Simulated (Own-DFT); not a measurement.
## Calculated data, GaP (zincblende, atoms displaced)

Computed with Own-DFT development build. A calculation, not a measurement: plane-wave PBE density functional theory by an unreviewed code, no spin, of a simulated periodic cell, stress positive in tension, free energy of the whole cell less one offset for each atom, forces on such cells passed a denser k mesh, this cell's mesh not checked; offsets are fitted by least squares, one for each functional and potential file, so energies compare only between cells with the same atoms and settings and are not formation energies; the far tail of each file's local potential was reset to the Coulomb form; each entry is a single point on an unrelaxed cell, so the pressure reflects the starting lattice, mostly measured values (interpolated for alloys), from which strain is counted, and rises with the displacements; printed positions are rounded, which can move forces by about a meV/angstrom; the program, named Own-DFT, is a retired in-house code; no spin-orbit coupling.

Settings shared by all entries: functional PBE; potential files PseudoDojo norm-conserving, scalar-relativistic, standard set; wave cutoff 42 hartree; occupations Fermi-Dirac; smearing width 0.1 eV; hardware one NVIDIA H200; k mesh 2 x 3 x 3 centred on Gamma.

(1) GaP (zincblende, atoms displaced)

```
GaP
1.0
     16.3515     0.0000     0.0000
      0.0000    10.9010     0.0000
      0.0000     0.0000    10.9010
Ga P Ga P Ga P Ga P Ga P Ga P Ga P Ga P Ga P Ga P Ga P Ga P
4 4 4 4 4 4 4 4 4 4 4 4 4 4 4 4 4 4 4 4 4 4 4 4
Direct
  0.00046 0.00476 0.00188
  0.99854 0.25592 0.24612
  0.16844 0.99798 0.25299
  0.16835 0.25033 0.00666
  0.08668 0.12693 0.12942
  0.08726 0.37375 0.37132
  0.25203 0.11741 0.37021
  0.25166 0.37833 0.12218
  0.00204 0.00531 0.50382
  0.00297 0.24710 0.74618
  0.16849 0.00069 0.74202
  0.17368 0.24928 0.49496
  0.08936 0.12401 0.62903
  0.08969 0.36904 0.87081
  0.25056 0.13042 0.87101
  0.25212 0.37644 0.62773
  0.99563 0.50165 0.99177
  0.99982 0.75031 0.25511
  0.16227 0.49927 0.25003
  0.16439 0.74623 0.99318
  0.07849 0.62636 0.13248
  0.08224 0.87186 0.37431
  0.25654 0.63147 0.37580
  0.24724 0.87081 0.12523
  0.00012 0.49195 0.50235
  0.99707 0.75608 0.75715
  0.16194 0.49712 0.75310
  0.16863 0.74931 0.49613
  0.08382 0.62612 0.62626
  0.08161 0.88229 0.87105
  0.25168 0.62224 0.87464
  0.23982 0.87249 0.62804
  0.33328 0.99689 0.00443
  0.33105 0.24856 0.25281
  0.50264 0.99661 0.25688
  0.49834 0.24785 0.00310
  0.41286 0.13295 0.12259
  0.41985 0.37123 0.37975
  0.58722 0.12796 0.37446
  0.58700 0.37763 0.11883
  0.32834 0.00458 0.49735
  0.33331 0.25029 0.75544
  0.49500 0.00578 0.75231
  0.50444 0.25045 0.49794
  0.41634 0.11889 0.63048
  0.41842 0.37487 0.86916
  0.58722 0.12612 0.86616
  0.58139 0.37429 0.63290
  0.33733 0.50096 0.00519
  0.34193 0.74374 0.24761
  0.49817 0.50089 0.25024
  0.49781 0.75447 0.99703
  0.42290 0.63446 0.12331
  0.41596 0.87264 0.38125
  0.58618 0.62131 0.38064
  0.57784 0.87810 0.11303
  0.33408 0.50596 0.49568
  0.33450 0.75073 0.75229
  0.49419 0.50342 0.74344
  0.50296 0.74344 0.49852
  0.41500 0.62248 0.62272
  0.41668 0.87273 0.86709
  0.58157 0.62725 0.87158
  0.57847 0.87763 0.62456
  0.66663 0.00436 0.00120
  0.67179 0.24986 0.25619
  0.83395 0.00033 0.24076
  0.83366 0.24758 0.99393
  0.74746 0.12222 0.12201
  0.75511 0.37594 0.37406
  0.91822 0.13456 0.37709
  0.91866 0.37260 0.12243
  0.66383 0.00068 0.49673
  0.66620 0.24847 0.75100
  0.83663 0.99965 0.75215
  0.83294 0.25077 0.50175
  0.75027 0.12317 0.63302
  0.75333 0.37411 0.87741
  0.91839 0.12245 0.87814
  0.92335 0.37575 0.61801
  0.66635 0.50082 0.99157
  0.66899 0.74578 0.25333
  0.83375 0.49881 0.25058
  0.82773 0.74089 0.00474
  0.74843 0.61333 0.11992
  0.75109 0.88324 0.37777
  0.91620 0.62014 0.37522
  0.91140 0.87349 0.12964
  0.66598 0.49483 0.50016
  0.67094 0.74691 0.74807
  0.83167 0.50105 0.75688
  0.83208 0.75459 0.49060
  0.74580 0.62193 0.61484
  0.74861 0.87863 0.87618
  0.91791 0.61644 0.87333
  0.91033 0.87214 0.62448
```

- free energy of cell above offsets: -50.309 eV
- pressure: 3.17 GPa
- stress xx: -3.13 GPa
- stress yy: -3.25 GPa
- stress zz: -3.12 GPa
- stress yz: 0.35 GPa
- stress xz: -0.08 GPa
- stress xy: -0.07 GPa
- wall time: 930.6 s

Force:
```tsv
element	x (eV/Å)	y (eV/Å)	z (eV/Å)
Ga	0.135	-0.619	0.623
Ga	0.659	-0.468	0.439
Ga	-0.532	-0.547	-0.481
Ga	0.213	-0.156	-0.66
P	-0.483	-0.201	0.043
P	-0.525	-0.328	0.64
P	-0.418	0.985	0.081
P	-0.158	0.072	0.919
Ga	-0.284	-0.382	-0.098
Ga	-0.129	0.142	0.275
Ga	-0.133	0.402	1.621
Ga	-0.311	0.102	0.471
P	-0.624	0.616	-1.214
P	-1.433	0.018	1.104
P	-0.34	-1.126	0.888
P	-0.03	0.159	-0.51
Ga	1.586	-1.075	1.038
Ga	-0.745	0.081	-0.197
Ga	1.166	0.623	-0.169
Ga	-0.202	0.178	0.465
P	0.313	-0.2	-1.396
P	0.171	0.636	0.466
P	-0.966	-0.611	-0.811
P	0.524	-0.261	-0.004
Ga	1.2	1.308	-0.854
Ga	0.075	-0.45	-0.848
Ga	1.041	0.594	-0.753
Ga	-0.582	-0.323	0.131
P	-0.433	0.067	-0.138
P	0.281	-0.204	0.559
P	-0.116	-0.139	0.098
P	2.223	-0.301	-0.706
Ga	-0.31	0.152	-0.631
Ga	0.303	0.656	-0.221
Ga	-0.615	0.355	-0.621
Ga	0.78	0.416	-0.804
P	0.535	-1.212	0.73
P	-0.712	0.406	-0.611
P	-0.407	-0.091	-0.18
P	-0.423	-0.443	0.867
Ga	0.685	-1.186	1.269
Ga	0.259	0.159	-0.839
Ga	1.179	-0.741	0.021
Ga	-0.305	-0.482	0.935
P	-0.695	1.326	-1.314
P	-0.052	0.202	1.01
P	-1.148	-0.356	1.409
P	0.358	0.082	-0.769
Ga	0.191	0.149	-0.633
Ga	-1.033	1.26	0.24
Ga	0.773	-0.259	-0.126
Ga	0.445	-0.121	-0.938
P	-0.331	-1.49	-0.096
P	0.204	0.171	-0.277
P	-0.333	-0.085	-0.931
P	1.059	-0.024	1.507
Ga	-0.088	-1.054	0.474
Ga	-0.805	-0.266	-0.781
Ga	0.772	-0.15	0.706
Ga	-0.355	0.552	0.503
P	-0.081	0.925	-0.185
P	-0.207	0.592	1.115
P	-0.021	-0.106	-0.176
P	0.626	-0.244	0.209
Ga	-0.562	-0.422	-0.65
Ga	-0.302	0.417	-0.958
Ga	-0.198	0.813	1.257
Ga	0.124	-0.133	0.892
P	0.622	0.79	0.281
P	-0.685	-0.118	0.484
P	-0.152	-1.015	-0.516
P	-0.753	0.395	-0.435
Ga	0.191	-0.074	1.107
Ga	0.656	0.709	-0.232
Ga	-0.447	-0.104	0.211
Ga	0.07	-0.152	0.501
P	0.026	0.155	-0.95
P	-0.747	-0.154	-0.528
P	0.112	0.495	-0.708
P	-1.705	-0.864	1.703
Ga	-0.435	-0.194	-0.145
Ga	-0.217	0.506	-0.576
Ga	0.42	-0.046	-0.595
Ga	0.638	0.725	-0.688
P	-0.189	0.582	1.026
P	-0.304	-0.291	-1.049
P	0.193	0.334	0.184
P	1.193	-0.645	-0.96
Ga	-0.167	-0.701	0.082
Ga	-0.755	0.595	-0.215
Ga	0.111	-0.235	-1.671
Ga	-0.031	-0.842	0.523
P	1.247	0.34	0.884
P	0.431	-0.643	0.086
P	-0.834	1.831	-0.105
P	1.058	0.261	-0.126
```

(2) GaP (zincblende, atoms displaced)

```
GaP
1.0
     16.3515     0.0000     0.0000
      0.0000    10.9010     0.0000
      0.0000     0.0000    10.9010
Ga P Ga P Ga P Ga P Ga P Ga P Ga P Ga P Ga P Ga P Ga P Ga P
4 4 4 4 4 4 4 4 4 4 4 4 4 4 4 4 4 4 4 4 4 4 4 4
Direct
  0.99585 0.00032 0.99928
  0.99565 0.25121 0.25095
  0.16530 0.99953 0.25459
  0.17239 0.24558 0.00532
  0.08303 0.12420 0.12728
  0.08430 0.37226 0.37240
  0.25098 0.13025 0.37687
  0.24959 0.37386 0.12404
  0.99858 0.00538 0.50225
  0.00186 0.25072 0.75410
  0.16948 0.99444 0.75180
  0.16488 0.24942 0.50084
  0.08446 0.11864 0.62312
  0.07795 0.38258 0.87482
  0.25074 0.11968 0.87559
  0.25022 0.38178 0.62462
  0.00098 0.50337 0.99919
  0.99580 0.74832 0.24623
  0.16714 0.49751 0.24533
  0.16944 0.75499 0.99314
  0.08614 0.62810 0.12992
  0.08732 0.87475 0.36920
  0.24544 0.62234 0.38001
  0.25004 0.87840 0.11891
  0.00354 0.50447 0.50150
  0.99719 0.74846 0.75308
  0.16827 0.49969 0.74851
  0.17037 0.74609 0.50332
  0.07958 0.62529 0.62261
  0.08166 0.87164 0.87228
  0.25081 0.62587 0.87102
  0.24936 0.87063 0.62319
  0.33262 0.99475 0.00350
  0.33539 0.25222 0.24438
  0.49945 0.99365 0.24983
  0.49539 0.23813 0.00033
  0.41821 0.12704 0.12836
  0.41804 0.37406 0.37150
  0.57932 0.12784 0.36703
  0.58333 0.37804 0.12870
  0.33259 0.99509 0.50025
  0.33459 0.24650 0.74841
  0.50022 0.00715 0.75487
  0.50447 0.24995 0.49383
  0.41509 0.12985 0.63299
  0.41942 0.37578 0.88065
  0.57924 0.12754 0.88255
  0.57713 0.37428 0.62779
  0.33139 0.49231 0.00167
  0.33789 0.74865 0.24689
  0.50103 0.50804 0.24700
  0.50054 0.74917 0.99645
  0.42011 0.62900 0.12906
  0.41142 0.87960 0.38158
  0.58754 0.62856 0.37801
  0.58486 0.87751 0.12290
  0.32894 0.50394 0.49673
  0.33365 0.74296 0.75699
  0.50301 0.50562 0.74958
  0.49870 0.75998 0.50538
  0.42350 0.63184 0.63198
  0.41914 0.87416 0.86876
  0.58669 0.62516 0.87592
  0.58563 0.87894 0.62685
  0.66576 0.00514 0.00154
  0.66878 0.24907 0.25804
  0.83916 0.99950 0.24502
  0.83372 0.24915 0.99533
  0.74329 0.12956 0.12034
  0.75008 0.37788 0.38473
  0.91786 0.12214 0.37050
  0.91484 0.37699 0.12826
  0.66217 0.00437 0.49861
  0.66657 0.24928 0.75128
  0.83301 0.00176 0.74647
  0.83452 0.25466 0.50028
  0.75022 0.13338 0.61755
  0.75379 0.37817 0.86689
  0.91376 0.13433 0.87355
  0.91691 0.38002 0.61812
  0.67127 0.50238 0.00901
  0.66909 0.75011 0.25144
  0.83178 0.50280 0.24762
  0.83586 0.75574 0.00656
  0.75230 0.62013 0.12797
  0.75309 0.87278 0.37426
  0.91664 0.62477 0.37527
  0.92330 0.86642 0.12459
  0.66505 0.50965 0.49988
  0.67118 0.74886 0.75613
  0.83615 0.49542 0.75274
  0.83137 0.74769 0.49980
  0.75119 0.62987 0.61889
  0.75427 0.87875 0.88058
  0.91208 0.63018 0.87206
  0.91944 0.87656 0.62963
```

* free energy of cell above offsets: -50.490 eV
* pressure: 3.2 GPa
* stress xx: -3.18 GPa
* stress yy: -3.21 GPa
* stress zz: -3.19 GPa
* stress yz: -0.05 GPa
* stress xz: 0.38 GPa
* stress xy: -0.13 GPa
* wall time: 955.1 s

Force:
```tsv
element	x (eV/Å)	y (eV/Å)	z (eV/Å)
Ga	0.692	0.357	-0.355
Ga	0.73	0.044	-0.241
Ga	0.701	0.567	-0.558
Ga	-1.274	0.036	-0.771
P	-0.242	0.104	-0.216
P	-0.327	0.319	0.136
P	0.181	-0.444	-0.28
P	0.176	0.06	0.322
Ga	0.369	-0.981	-0.6
Ga	-0.074	0.182	-0.998
Ga	-0.465	0.032	-0.268
Ga	0.25	0.239	0.151
P	0.158	0.781	0.851
P	1.59	-0.852	0.135
P	0.193	0.391	-0.081
P	0.051	-1.109	0.109
Ga	-0.584	0.578	0.566
Ga	1.462	-0.548	1.339
Ga	-0.228	0.015	0.62
Ga	-0.394	-0.463	0.47
P	-0.129	0.011	-0.99
P	-1.107	-0.653	1.142
P	0.791	0.295	-1.467
P	-0.185	-0.659	1.277
Ga	-0.386	-0.672	-0.948
Ga	0.377	-0.058	-0.382
Ga	-0.802	0.259	0.041
Ga	-1.274	0.445	-0.225
P	0.935	0.526	0.826
P	-0.049	0.521	0.231
P	-0.325	-0.773	0.991
P	0.629	-0.035	0.694
Ga	1.041	0.587	-0.657
Ga	-0.208	-0.036	0.744
Ga	-0.263	0.19	0.024
Ga	0.498	1.862	0.501
P	-0.71	-1.25	-0.005
P	-0.188	0.707	0.22
P	0.527	-0.822	0.462
P	0.102	-0.657	-0.344
Ga	-0.6	1.445	0.897
Ga	-0.695	1.204	0.823
Ga	0.12	-0.405	-0.618
Ga	-1.141	0.139	0.644
P	0.79	-0.887	-1.698
P	-0.273	-0.093	-0.67
P	1.22	-0.285	-0.9
P	1.299	0.197	-0.376
Ga	0.528	0.961	-0.187
Ga	-1.213	0.371	0.578
Ga	0.466	-0.618	0.858
Ga	0.187	0.313	0.051
P	-0.595	-0.403	-1.14
P	1.132	-0.826	-1.072
P	-1.403	0.655	-0.42
P	-0.115	-0.66	0.205
Ga	1.479	-0.229	0.416
Ga	0.45	0.914	-1.015
Ga	-0.253	-0.501	0.642
Ga	0.526	-0.342	-0.388
P	-1.27	-0.547	-0.845
P	-0.461	0.132	0.865
P	0.229	-0.184	0.404
P	-0.053	0.179	0.64
Ga	-0.137	-0.53	-0.468
Ga	-0.131	0.913	-0.415
Ga	-1.011	-0.233	-0.248
Ga	-0.644	0.799	0.794
P	1.61	-0.048	0.688
P	-0.152	0.209	-0.904
P	-0.464	0.512	0.687
P	0.042	-0.055	-0.695
Ga	0.624	-0.038	-0.414
Ga	-0.308	0.272	-0.119
Ga	-0.102	0.376	-0.02
Ga	0.395	-0.256	-0.433
P	-0.336	-0.94	0.66
P	-1.053	-0.446	1.229
P	0.535	-1.378	-0.21
P	0.655	-0.481	0.751
Ga	-0.595	-0.783	-1.042
Ga	-0.02	0.126	-0.232
Ga	0.384	-0.71	1.069
Ga	-0.534	-0.757	-0.366
P	-0.053	1.536	-0.253
P	-0.262	0.953	-0.142
P	-0.045	-0.014	-0.025
P	-1.041	1.551	-0.405
Ga	0.036	-1.113	0.783
Ga	-0.003	0.415	-0.445
Ga	-0.027	0.917	-1.192
Ga	0.973	0.705	-0.108
P	-0.145	-0.779	1.43
P	-0.563	0.207	-0.152
P	0.37	-0.47	0.777
P	-0.592	-0.09	-0.741
```

(3) GaP (zincblende, atoms displaced)

```
GaP
1.0
     16.3515     0.0000     0.0000
      0.0000    10.9010     0.0000
      0.0000     0.0000    10.9010
Ga P Ga P Ga P Ga P Ga P Ga P Ga P Ga P Ga P Ga P Ga P Ga P
4 4 4 4 4 4 4 4 4 4 4 4 4 4 4 4 4 4 4 4 4 4 4 4
Direct
  0.00158 0.99650 0.99473
  0.00357 0.24409 0.25326
  0.16864 0.00144 0.25081
  0.16690 0.24977 0.00362
  0.08389 0.12830 0.13455
  0.08448 0.38108 0.37939
  0.25393 0.12481 0.37899
  0.25018 0.37909 0.11996
  0.00033 0.00255 0.49582
  0.99554 0.25124 0.75251
  0.17435 0.99842 0.74677
  0.16698 0.24080 0.49754
  0.08607 0.12027 0.62702
  0.07996 0.37348 0.87211
  0.24719 0.12229 0.87314
  0.25384 0.36693 0.62372
  0.00004 0.49760 0.99629
  0.00522 0.75005 0.24930
  0.16350 0.50361 0.25377
  0.16607 0.74753 0.00194
  0.08015 0.62737 0.11626
  0.08438 0.87377 0.36902
  0.25071 0.63055 0.37526
  0.24916 0.87253 0.12978
  0.00075 0.50205 0.49343
  0.99811 0.74669 0.74013
  0.16141 0.50186 0.74582
  0.16531 0.74526 0.50167
  0.07860 0.62606 0.62536
  0.08426 0.87954 0.87198
  0.24450 0.62776 0.86984
  0.25199 0.87919 0.61998
  0.32858 0.99567 0.99795
  0.33603 0.24872 0.24651
  0.49981 0.00583 0.25010
  0.50104 0.25192 0.00224
  0.41240 0.12325 0.12353
  0.41490 0.37804 0.37800
  0.57752 0.12262 0.36984
  0.58182 0.37303 0.12060
  0.33116 0.99945 0.50517
  0.33486 0.25184 0.75212
  0.50043 0.00240 0.74753
  0.49941 0.24356 0.50542
  0.41736 0.12552 0.62945
  0.41925 0.37938 0.87648
  0.58200 0.12305 0.87967
  0.57917 0.37331 0.62329
  0.33753 0.50251 0.99776
  0.33143 0.76296 0.25065
  0.50370 0.49804 0.25442
  0.50354 0.74752 0.00808
  0.41342 0.61999 0.12978
  0.41908 0.87673 0.37078
  0.58289 0.63046 0.37631
  0.58436 0.87164 0.12114
  0.33762 0.49685 0.50060
  0.33675 0.75857 0.75461
  0.49751 0.49860 0.75312
  0.50686 0.74600 0.49999
  0.41449 0.62836 0.62487
  0.41271 0.87549 0.86584
  0.58186 0.62628 0.86883
  0.58362 0.87872 0.62566
  0.66879 0.00154 0.99264
  0.67137 0.25201 0.25032
  0.83265 0.00843 0.25492
  0.82765 0.25139 0.99507
  0.74962 0.12201 0.11727
  0.74918 0.37621 0.38505
  0.91581 0.12999 0.37736
  0.91626 0.37447 0.12582
  0.66331 0.00846 0.49984
  0.66946 0.24716 0.74064
  0.83071 0.99263 0.74593
  0.83485 0.24809 0.50478
  0.74440 0.11455 0.62933
  0.74687 0.37666 0.88166
  0.91465 0.12893 0.87402
  0.91833 0.36805 0.62662
  0.66146 0.50305 0.99784
  0.66412 0.74717 0.25528
  0.83255 0.49555 0.25364
  0.83815 0.75660 0.00515
  0.75316 0.62409 0.11739
  0.75477 0.87290 0.38184
  0.91977 0.62175 0.37708
  0.91139 0.88069 0.12722
  0.66731 0.49735 0.50239
  0.66777 0.74408 0.75010
  0.83536 0.49593 0.74847
  0.83121 0.75238 0.50408
  0.75147 0.62164 0.62555
  0.74809 0.88685 0.88147
  0.91950 0.62849 0.87528
  0.91258 0.87422 0.63398
```

* free energy of cell above offsets: -50.251 eV
* pressure: 3.23 GPa
* stress xx: -3.21 GPa
* stress yy: -3.24 GPa
* stress zz: -3.23 GPa
* stress yz: -0.7 GPa
* stress xz: 0.17 GPa
* stress xy: 0.12 GPa
* wall time: 927.4 s

Force:
```tsv
element	x (eV/Å)	y (eV/Å)	z (eV/Å)
Ga	-0.506	0.707	0.693
Ga	-0.69	1.463	0.241
Ga	0.185	0.161	0.292
Ga	-0.267	0.121	-0.346
P	0.309	-0.918	-1.35
P	0.205	-1.231	-0.309
P	-0.175	-0.042	-0.839
P	0.046	-0.057	0.639
Ga	-0.026	-0.535	0.531
Ga	0.92	-0.762	-0.143
Ga	-1.041	-0.13	0.037
Ga	-0.056	0.761	0.351
P	-0.669	0.337	0.02
P	0.64	-0.12	0.233
P	0.59	0.781	0.529
P	-0.937	0.901	-0.091
Ga	-0.411	0.002	0.212
Ga	-1.197	-0.032	-0.439
Ga	0.533	0.319	-0.75
Ga	-0.03	0.592	-0.441
P	0.304	-0.595	0.838
P	0.116	0.275	0.951
P	0.169	-0.58	0.072
P	-0.605	0.539	-1.048
Ga	-0.281	-0.468	1.06
Ga	0.089	0.711	1.459
Ga	0.68	-0.678	0.027
Ga	0.08	0.554	-0.117
P	0.615	-0.372	-0.743
P	0.34	-0.826	-0.411
P	1.024	-0.154	0.139
P	-0.459	-1.413	0.537
Ga	0.259	0.039	-0.09
Ga	-0.662	0.651	0.324
Ga	-0.511	-1.106	-1.11
Ga	-0.688	-0.62	-0.271
P	0.669	-0.085	-0.521
P	0.994	-0.977	-0.53
P	1.373	1.13	0.548
P	0.656	0.446	1.067
Ga	1.277	0.296	-0.784
Ga	0.032	-0.195	0.492
Ga	-0.004	-0.241	0.507
Ga	-0.366	0.513	-0.774
P	-0.458	-0.2	-0.191
P	-0.392	-0.839	0.147
P	0.056	0.561	-0.809
P	0.614	0.14	0.275
Ga	-1.046	0.2	-0.281
Ga	0.679	-1.313	0.376
Ga	-0.56	-0.016	-0.244
Ga	-1.23	-0.325	-0.877
P	0.628	0.909	0.23
P	0.061	0.078	1.005
P	0.653	-1.552	-0.05
P	0.426	1.048	0.772
Ga	-1.05	0.678	0.283
Ga	-1.64	-1.452	-1.314
Ga	0.14	0.5	-0.838
Ga	-1.432	0.985	0.596
P	0.568	-0.106	0.117
P	1.75	0.872	2.143
P	-0.188	-0.068	0.585
P	0.305	-0.511	-0.026
Ga	-1.377	0.289	1.258
Ga	-0.552	-0.258	-0.215
Ga	-0.28	-0.482	-0.282
Ga	0.997	-0.005	0.577
P	-0.051	0.411	1.139
P	0.399	-0.546	-0.756
P	0.178	-0.239	-0.014
P	0.078	-0.534	0.004
Ga	-0.139	-1.148	-0.701
Ga	-0.843	0.661	1.349
Ga	-0.026	1.005	1.181
Ga	-0.749	-0.25	0.354
P	1.367	0.89	-0.772
P	-0.183	0.117	-1.445
P	-0.28	-0.77	-0.003
P	-0.127	1.089	-0.612
Ga	0.343	0.164	0.12
Ga	1.223	0.52	-0.881
Ga	0.133	0.418	-0.306
Ga	-0.78	-0.368	-0.903
P	-0.645	-0.047	0.989
P	-1.335	0.888	-0.825
P	-0.893	0.96	-0.5
P	1.554	0.18	0.612
Ga	-0.761	0.531	0.226
Ga	0.262	1.084	0.059
Ga	-0.059	0.12	0.672
Ga	0.927	-0.74	0.105
P	-0.106	-0.04	0.071
P	1.01	-2.446	-1.221
P	-0.566	-0.185	-0.196
P	0.873	-0.018	-1.679
```
